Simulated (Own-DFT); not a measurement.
# One host, several defects: zincblende InP

Calculated, not measured: single-point runs of Own-DFT, a retired in-house plane-wave DFT program that no person has reviewed, on unrelaxed cells, without spin or spin-orbit coupling.

Method: PBE; PseudoDojo norm-conserving scalar-relativistic files; cutoff 36 hartree; 2 x 3 x 3 k mesh centred on Gamma; Fermi-Dirac smearing of 0.1 eV.

Limits (not all hold for every row): not probed for a lower state with spin; forces on such cells failed a check on a denser k mesh; forces not confirmed at this smearing and k mesh; stress not checked against mesh or cutoff.

All runs share one cell, with vectors in Å (17.606, 0.000, 0.000); (0.000, 11.737, 0.000); (0.000, 0.000, 11.737) and a volume of 2425.5 Å³. The atoms are randomly displaced, by u rms on each axis. The defect's site can differ from row to row.

```
                                      cell  formula   u (Å)  P (GPa)
                                 no defect  In48P48  0.0205     3.19
                                 no defect  In48P48  0.0210     3.21
                                 no defect  In48P48  0.0521     3.72
                        one In on a P site  In49P47  0.0286     3.88
                        one In on a P site  In49P47  0.0322     3.92
                        one In on a P site  In49P47  0.0501     4.18
one In on a P site and one P on an In site  In48P48  0.0302     3.51
one In on a P site and one P on an In site  In48P48  0.0488     3.87
one In on a P site and one P on an In site  In48P48  0.0506     3.81
                           two P vacancies  In48P46  0.0484     3.30
                           two P vacancies  In48P46  0.0524     3.40
                           two P vacancies  In48P46  0.0525     3.26
                  two P on an In site each  In46P50  0.0288     2.94
                  two P on an In site each  In46P50  0.0295     2.99
                  two P on an In site each  In46P50  0.0473     3.24
                  two P on an In site each  In46P50  0.0513        ?
```

## Analysis

P = P0 + c u² + a shift for each defect gives P0 = 3.13 GPa, c = 206 ± 17 GPa/Å² and a scatter of 0.05 GPa. The shifts, and each times the cell's volume:

- one In on a P site: 0.57 ± 0.04 GPa, 8.6 eV
- one In on a P site and one P on an In site: 0.20 ± 0.04 GPa, 3.0 eV
- two P on an In site each: -0.34 ± 0.04 GPa, -5.2 eV (-2.6 eV for each of its 2 sites)
- two P vacancies: -0.35 ± 0.05 GPa, -5.2 eV (-2.6 eV for each of its 2 sites)

Against the defect-free cell, a freed cell would be larger where the shift is positive and smaller where it is negative (160.2 GPa Å³ is 1 eV). The atoms around the defects weren't relaxed, which would change these numbers.

## The run left out

Q: what pressure belongs in the blank (two P on an In site each, u = 0.0513 Å)?

The fitted form gives 3.33 ± 0.06 GPa. The run itself gave 3.35 GPa.
